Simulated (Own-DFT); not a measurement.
# One host, several defects: zincblende GaAs

Source: density functional calculations with Own-DFT, an unreviewed in-house program that is no longer used. Nothing was measured or relaxed, and spin and spin-orbit coupling are left out.

Common settings: PBE; PseudoDojo norm-conserving scalar-relativistic files; cutoff 42 hartree; 3 x 3 x 3 k mesh centred on Gamma; Fermi-Dirac smearing of 0.1 eV.

Keep in mind (not all hold for every row): not probed for a lower state with spin; forces not confirmed at this smearing and k mesh; stress not checked against mesh or cutoff.

All runs share one cell, with vectors in Å (10.862, 0.000, 0.000); (0.000, 10.862, 0.000); (0.000, 0.000, 11.796) and a volume of 1391.7 Å³, strained against the parent crystal. u is the rms random offset of the atoms per axis. The defect's site can differ from row to row.

| cell | formula | u (Å) | P (GPa) |
|---|---|---|---|
| no defect | As32Ga32 | 0.0280 | 6.66 |
| no defect | As32Ga32 | 0.0299 | 6.67 |
| no defect | As32Ga32 | 0.0493 | 7.13 |
| one As vacancy and one Ga vacancy | As31Ga31 | 0.0292 | 5.93 |
| one As vacancy and one Ga vacancy | As31Ga31 | 0.0323 | 6.12 |
| one As vacancy and one Ga vacancy | As31Ga31 | 0.0490 | 6.18 |
| one In on a Ga site | As32Ga31In | 0.0294 | 7.42 |
| one In on a Ga site | As32Ga31In | 0.0303 | 7.42 |
| one In on a Ga site | As32Ga31In | 0.0318 | 7.52 |
| one Al on a Ga site | AlAs32Ga31 | 0.0281 | 6.63 |
| one Al on a Ga site | AlAs32Ga31 | 0.0508 | 6.97 |
| one Al on a Ga site | AlAs32Ga31 | 0.0522 | 7.01 |
| one P on an As site | As31Ga32P | 0.0280 | 6.32 |
| one P on an As site | As31Ga32P | 0.0325 | ? |
| one P on an As site | As31Ga32P | 0.0481 | 6.67 |
| one P on an As site | As31Ga32P | 0.0489 | 6.69 |

## Worked fit

P = P0 + c u² + a shift for each defect gives P0 = 6.53 GPa, c = 211 ± 26 GPa/Å² and a scatter of 0.07 GPa. The shifts, and each times the cell's volume:

- one In on a Ga site: 0.73 ± 0.06 GPa, 6.4 eV
- one Al on a Ga site: -0.09 ± 0.06 GPa, -0.7 eV (not resolved)
- one P on an As site: -0.35 ± 0.06 GPa, -3.0 eV
- one As vacancy and one Ga vacancy: -0.75 ± 0.06 GPa, -6.5 eV

Against the defect-free cell, a freed cell would be larger where the shift is positive and smaller where it is negative (160.2 GPa Å³ is 1 eV). The atoms around the defects weren't relaxed, which would change these numbers.

## Test on the hidden row

Q: what pressure belongs in the blank (one P on an As site, u = 0.0325 Å)?

The fit gives 6.40 ± 0.08 GPa. DFT gave 6.42 GPa.
